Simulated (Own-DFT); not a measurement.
# Strain and stress in wurtzite AlGaN with randomly placed atoms, 72 atoms (Al27Ga9N36)

These are calculations, not measurements. The program, named Own-DFT, is a retired in-house plane-wave density functional code that no person has reviewed. Each row is one single-point run on a periodic cell that was not relaxed, without spin or spin-orbit coupling.

Settings of every run: PBE; PseudoDojo norm-conserving scalar-relativistic files (stringent for Ga); cutoff 96 hartree; 4 x 4 x 3 k mesh centred on Gamma; Gaussian smearing of 0.01 eV.

Known limits: forces on such cells passed a denser k mesh, each cell not checked; stress not checked against mesh or cutoff.

Unstrained cell vectors in Å: (9.394, 0.000, 0.000); (-4.697, 8.135, 0.000); (0.000, 0.000, 10.066). The unstrained cell has measured lattice constants (interpolated for alloys), not those of this functional. That, the random moves and any unrelaxed bonds set the pressure at no strain. Each run strains this cell uniformly, with the atoms carried along. Every atom was also moved at random, by a Gaussian of width 0.05 Å on each axis. The random placing of the alloy's atoms differs from row to row. Strain is the symmetric tensor, in per cent. Stress is positive in tension, and the pressure is minus a third of its trace.

| run | e_xx (%) | e_yy (%) | e_zz (%) | s_xx (GPa) | s_yy (GPa) | s_zz (GPa) | P (GPa) | E (meV/atom) |
|---|---|---|---|---|---|---|---|---|
| 1 | -0.50 | -0.50 | 0.00 | -9.96 | -11.73 | -4.36 | 8.69 | 29.1 |
| 2 | -2.75 | -2.75 | 0.00 | -26.80 | -22.65 | -10.16 | 19.87 | 72.4 |
| 3 | 2.75 | 2.75 | 0.00 | 6.79 | 7.98 | -4.39 | -3.46 | 30.7 |
| 4 | 1.25 | 1.25 | 0.00 | 0.12 | 0.97 | -3.88 | 0.93 | 0.0 |
| 5 | -1.50 | -1.50 | 0.00 | -16.17 | -15.29 | -8.29 | 13.25 | 41.8 |
| 6 | 0.75 | 0.75 | 0.00 | -3.71 | -1.64 | -6.19 | 3.85 | 29.5 |
| 7 | -1.25 | -1.25 | 0.00 | -12.39 | -14.28 | -8.79 | 11.82 | 29.9 |
| 8 | -3.00 | -3.00 | 0.00 | -25.46 | -28.31 | -10.81 | 21.52 | 83.7 |
| 9 | -0.75 | -0.75 | 0.00 | ? | ? | ? | ? | ? |

E is the free energy for each atom above the lowest run shown.

## Worked fit

The change of volume is close to e_xx + e_yy + e_zz. A straight line through the runs shown gives P = 7.31 - 220 x (fractional change of volume) GPa, with an error of 10 on the slope and a scatter of 1.06 GPa. The strain isn't the same on all axes and the cell isn't cubic, so the slope belongs to this path and is not the bulk modulus.

## Withheld run

Question: what pressure should run 9 give? Its volume changes by -1.49 %.

The line gives 10.6 GPa. The calculation gave 9.78 GPa.
